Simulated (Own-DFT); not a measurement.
# Which defects push the lattice out? C40 NbSi2

The numbers are computed, not measured, by runs of the plane-wave DFT program Own-DFT (in-house, retired, unreviewed) at fixed positions, with no spin and no spin-orbit coupling.

Settings: PBE; PseudoDojo norm-conserving scalar-relativistic files; cutoff 42 hartree; 4 x 4 x 5 k mesh centred on Gamma; cold (Marzari-Vanderbilt) smearing of 0.2 eV.

Caveats: forces on such cells failed a check on a denser k mesh; stress not checked against mesh or cutoff.

All runs share one cell, with vectors in Å (0.000, 8.324, 0.000); (-9.613, 0.000, 0.000); (0.000, 0.000, 6.586) and a volume of 527.0 Å³. Atoms were moved at random from their sites; u is the rms move along one axis. The defect's site can differ from row to row.

```
cell,formula,u (Å),P (GPa)
no defect,Nb12Si24,0.0188,1.43
no defect,Nb12Si24,0.0191,1.46
no defect,Nb12Si24,0.0552,3.07
two Nb vacancies,Nb10Si24,0.0307,-0.31
two Nb vacancies,Nb10Si24,0.0491,1.07
two Nb vacancies,Nb10Si24,0.0495,0.43
two Nb on a Si site each,Nb14Si22,0.0259,7.37
two Nb on a Si site each,Nb14Si22,0.0351,7.67
two Nb on a Si site each,Nb14Si22,0.0439,8.24
two Si on a Nb site each,Nb10Si26,0.0269,1.59
two Si on a Nb site each,Nb10Si26,0.0463,2.00
two Si on a Nb site each,Nb10Si26,0.0498,2.35
one Si vacancy,Nb12Si23,0.0287,?
one Si vacancy,Nb12Si23,0.0320,1.04
one Si vacancy,Nb12Si23,0.0450,1.57
one Si vacancy,Nb12Si23,0.0527,2.04
```

## Working it out

P = P0 + c u² + a shift for each defect gives P0 = 1.25 GPa, c = 586 ± 62 GPa/Å² and a scatter of 0.20 GPa. The shifts, and each times the cell's volume:

- two Nb on a Si site each: 5.76 ± 0.16 GPa, 18.9 eV (9.5 eV for each of its 2 sites)
- two Si on a Nb site each: -0.32 ± 0.17 GPa, -1.0 eV (-0.5 eV for each of its 2 sites) (not resolved)
- one Si vacancy: -0.84 ± 0.17 GPa, -2.8 eV
- two Nb vacancies: -1.99 ± 0.17 GPa, -6.5 eV (-3.3 eV for each of its 2 sites)

Against the defect-free cell, a freed cell would be larger where the shift is positive and smaller where it is negative (160.2 GPa Å³ is 1 eV). The atoms around the defects weren't relaxed, which would change these numbers.

## The run left out

Q: what pressure belongs in the blank (one Si vacancy, u = 0.0287 Å)?

The fitted form gives 0.90 ± 0.24 GPa. DFT gave 1.02 GPa.
